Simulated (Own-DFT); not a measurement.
# Which defects push the lattice out? zincblende GaP

Source: density functional calculations with Own-DFT, an unreviewed in-house program that is no longer used. Nothing was measured or relaxed, and spin and spin-orbit coupling are left out.

Settings: PBE; PseudoDojo norm-conserving scalar-relativistic files; cutoff 42 hartree; 3 x 3 x 3 k mesh centred on Gamma; Fermi-Dirac smearing of 0.1 eV.

Known weak points (not all hold for every row): not probed for a lower state with spin; forces on such cells failed a check on a denser k mesh; forces on such cells passed a denser k mesh, each cell not checked; stress not checked against mesh or cutoff.

All runs share one cell, with vectors in Å (10.901, 0.000, 0.000); (0.000, 10.901, 0.000); (0.000, 0.000, 10.901) and a volume of 1295.4 Å³. u is the rms random offset of the atoms per axis. The defect's site can differ from row to row.

| cell | formula | u (Å) | P (GPa) |
|---|---|---|---|
| no defect | Ga32P32 | 0.0191 | 2.71 |
| no defect | Ga32P32 | 0.0516 | 3.33 |
| no defect | Ga32P32 | 0.0531 | 3.37 |
| one As on a P site | AsGa32P31 | 0.0310 | 3.24 |
| one As on a P site | AsGa32P31 | 0.0493 | 3.49 |
| one As on a P site | AsGa32P31 | 0.0509 | 3.59 |
| one Ga on a P site and one P on a Ga site | Ga32P32 | 0.0311 | 3.04 |
| one Ga on a P site and one P on a Ga site | Ga32P32 | 0.0519 | 3.34 |
| one Ga on a P site and one P on a Ga site | Ga32P32 | 0.0523 | 3.46 |
| two P vacancies | Ga32P30 | 0.0314 | 2.31 |
| two P vacancies | Ga32P30 | 0.0320 | 2.31 |
| two P vacancies | Ga32P30 | 0.0485 | ? |
| two P vacancies | Ga32P30 | 0.0491 | 2.45 |
| two P on a Ga site each | Ga30P34 | 0.0461 | 3.25 |
| two P on a Ga site each | Ga30P34 | 0.0476 | 3.19 |
| two P on a Ga site each | Ga30P34 | 0.0540 | 3.31 |

## What the rows give

P = P0 + c u² + a shift for each defect gives P0 = 2.73 GPa, c = 210 ± 23 GPa/Å² and a scatter of 0.07 GPa. The shifts, and each times the cell's volume:

- one As on a P site: 0.29 ± 0.06 GPa, 2.4 eV
- one Ga on a P site and one P on a Ga site: 0.10 ± 0.06 GPa, 0.8 eV (not resolved)
- two P on a Ga site each: 0.01 ± 0.06 GPa, 0.1 eV (0.0 eV for each of its 2 sites) (not resolved)
- two P vacancies: -0.68 ± 0.06 GPa, -5.5 eV (-2.8 eV for each of its 2 sites)

Positive is outwards. The product with the volume (160.2 GPa Å³ to the eV) is nearly free of the cell's size; divided by the bulk modulus at the cell's pressure it gives the volume that the defect adds. The atoms around the defects weren't relaxed, which would change these numbers.

## Check

The question: what pressure belongs in the blank (two P vacancies, u = 0.0485 Å)?

The fitted form gives 2.54 ± 0.08 GPa. The hidden result is 2.75 GPa.
